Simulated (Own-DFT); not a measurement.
# Biaxial strain at fixed height in wurtzite AlGaN with randomly placed atoms, 96 atoms (Al36Ga12N48)

Calculated, not measured: single-point runs of Own-DFT, a retired in-house plane-wave DFT program that no person has reviewed, on unrelaxed cells, without spin or spin-orbit coupling.

Common settings: PBE; PseudoDojo norm-conserving scalar-relativistic files (stringent for Ga); cutoff 96 hartree; 3 x 4 x 3 k mesh centred on Gamma; Gaussian smearing of 0.01 eV.

Caveats: k mesh not checked against a denser one; stress not checked against mesh or cutoff.

Unstrained cell vectors in Å: (12.525, 0.000, 0.000); (-4.697, 8.135, 0.000); (0.000, 0.000, 10.066). The unstrained cell has measured lattice constants (interpolated for alloys), not those of this functional. That, the random moves and any unrelaxed bonds set the pressure at no strain. Each run strains x and y alike by e, as a substrate would, and holds the height along z. All atoms carry random offsets, Gaussian with a width of 0.05 Å per axis. The random placing of the alloy's atoms differs from row to row. Stress is positive in tension.

| e (%) | u (Å) | (s_xx + s_yy)/2 (GPa) | s_zz (GPa) |
|---|---|---|---|
| -3.00 | 0.050 | -26.35 | -11.62 |
| -2.75 | 0.056 | -25.37 | -10.87 |
| -2.25 | 0.050 | -21.48 | -9.89 |
| -1.50 | 0.047 | -14.83 | -9.75 |
| -1.25 | 0.050 | -14.20 | -7.70 |
| 0.50 | 0.049 | -3.31 | -5.74 |
| 2.00 | 0.049 | 4.15 | -3.06 |
| 2.25 | 0.049 | ? | ? |
| 2.75 | 0.049 | 7.60 | -3.12 |
| 3.00 | 0.047 | 8.32 | -1.75 |

## Working it out

With e as a fraction, the in-plane stress is -6.1 + 587 e - 3521 e² GPa (errors 7 and 532, scatter 0.50), and s_zz is -6.6 + 155 e GPa (slope ± 9, scatter 0.59). At e = 0 the first slope is C11 + C12 and the second 2 C13, both with the ions held to the strained lattice and at the cell's own pressure. The term in e² is negative: the layer stiffens under compression and softens under tension. A free layer would change its height as e changes, and the in-plane slope would drop by 2 C13²/C33 to the biaxial modulus. At fixed height, a misfit of 1 % moves the in-plane stress by about 5.9 GPa and s_zz by 1.6 GPa.

## Withheld run

Q: what are the two stresses at e = 2.25 %?

From the fit: 5.4 and -3.1 GPa. The run itself gave 5.27 and -3.26 GPa.
